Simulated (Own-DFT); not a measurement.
# Response to strain: 2H SiC, 72 atoms (C36Si36)

These are calculations, not measurements. The program, named Own-DFT, is a retired in-house plane-wave density functional code that no person has reviewed. Each row is one single-point run on a periodic cell that was not relaxed, without spin or spin-orbit coupling.

Settings of every run: PBE; PseudoDojo norm-conserving scalar-relativistic files; cutoff 42 hartree; 4 x 4 x 3 k mesh centred on Gamma; Fermi-Dirac smearing of 0.1 eV.

Known limits: forces on such cells passed a denser k mesh, each cell not checked; stress not checked against mesh or cutoff.

Unstrained cell vectors in Å: (9.248, 0.000, 0.000); (-4.624, 8.009, 0.000); (0.000, 0.000, 10.068). The unstrained cell has measured lattice constants (interpolated for alloys), not those of this functional. That, the random moves and any unrelaxed bonds set the pressure at no strain. Each run strains this cell uniformly, with the atoms carried along. Every atom was also moved at random, by a Gaussian of width 0.05 Å on each axis. Strain is the symmetric tensor, in per cent. Stress is positive in tension, and the pressure is minus a third of its trace.

```
run,e_xx (%),e_yy (%),e_zz (%),e_yz (%),e_xz (%),e_xy (%),s_xx (GPa),s_yy (GPa),s_zz (GPa),s_yz (GPa),s_xz (GPa),s_xy (GPa),P (GPa),E (meV/atom)
1,-1.28,-1.33,-0.08,-1.05,1.36,-0.71,-13.60,-13.64,-8.48,-3.68,4.81,-3.35,11.91,31.6
2,1.09,-1.11,-0.99,0.84,0.68,-1.46,0.81,-10.37,-15.17,3.50,1.46,-6.47,8.24,37.1
3,-0.13,0.69,0.33,1.52,-0.43,1.03,-2.05,-0.76,-7.23,3.82,-1.50,4.70,3.35,18.8
4,0.87,1.50,-0.91,-1.37,1.30,-1.04,1.33,4.89,-14.83,-4.64,3.26,-5.06,2.87,48.6
5,-1.93,-1.85,-0.02,-1.06,-1.65,1.29,-19.06,-18.95,-7.40,-3.86,-5.53,7.81,15.14,47.2
6,0.58,0.86,-0.50,-0.86,-0.15,1.09,-0.06,0.33,-9.10,-2.05,-0.65,5.15,2.94,4.3
7,0.99,1.50,-1.36,1.23,-1.13,-0.02,-0.01,4.42,-15.33,3.85,-4.12,-0.41,3.64,40.9
8,-0.22,0.83,-1.78,1.82,-1.36,-1.08,-7.68,-0.77,-15.77,5.13,-4.98,-6.11,8.07,35.1
9,0.11,0.50,-1.14,-1.17,-1.14,-1.56,-4.14,-0.05,-17.02,-3.40,-4.79,-7.09,7.07,41.4
10,0.20,1.03,-0.43,0.11,0.00,-0.36,-1.02,-0.08,-10.99,2.43,0.03,-0.61,4.03,37.7
11,1.13,-2.00,-0.31,1.70,1.18,1.28,-0.83,-14.79,-8.64,5.45,4.22,4.92,8.09,28.2
12,-0.28,-0.18,-0.03,0.09,0.87,-1.37,-5.36,-5.99,-8.78,0.67,3.36,-6.37,6.71,24.0
13,1.31,-0.48,0.94,1.66,0.47,1.99,3.08,-5.73,-1.78,4.90,1.80,8.37,1.48,15.4
14,-1.56,1.97,1.97,1.75,0.72,-1.36,-12.18,5.14,4.08,6.01,2.80,-6.42,0.99,33.7
15,1.07,-1.49,0.90,-1.21,-0.14,1.93,-1.60,-10.78,-0.82,-3.90,-1.57,8.80,4.40,21.6
16,-0.87,0.49,0.67,-0.32,0.06,0.17,-8.53,-2.76,-2.05,-0.43,0.04,1.30,4.45,0.0
17,-0.53,1.07,-1.83,0.55,0.22,-0.99,?,?,?,?,?,?,?,?
```

E is the free energy for each atom above the lowest run shown.

## Worked fit

Each stress component was fitted by least squares to a constant and the strains of the runs shown, as fractions, with shears doubled. Shear strains stay in the fit of a normal stress only where such slopes are resolved. The slopes, in GPa:

```
stress  at no strain  per e_xx  per e_yy  per e_zz  scatter
  s_xx          -4.8  591 ± 38  113 ± 29   57 ± 41     1.45
  s_yy          -4.7  136 ± 22  573 ± 17   31 ± 23     0.84
  s_zz          -7.6   -5 ± 42  -12 ± 32  611 ± 44     1.58
```

Each shear stress against twice its own strain: yz 152 ± 9, xz 182 ± 7, xy 230 ± 11 GPa. These are stiffnesses along x, y and z of the frame in which the cell vectors are given, which need not be the crystal's axes. The atoms are held to the strained lattice; where symmetry lets them move under strain, relaxing them would lower some slopes. The table should be nearly symmetric about its diagonal, and what it lacks of that shows the noise. A ninth of its sum, 233 ± 7 GPa, estimates the bulk modulus near the mean pressure of these runs, 5.8 GPa, so it lies above the value at zero pressure.

## Withheld run

Question: what normal stresses and pressure should run 17 give?

The fit gives s_xx = -7.8, s_yy = 0.1, s_zz = -18.9 and P = 8.8 GPa. The calculation gave -8.88, 1.01, -16.72 and P = 8.20 GPa.
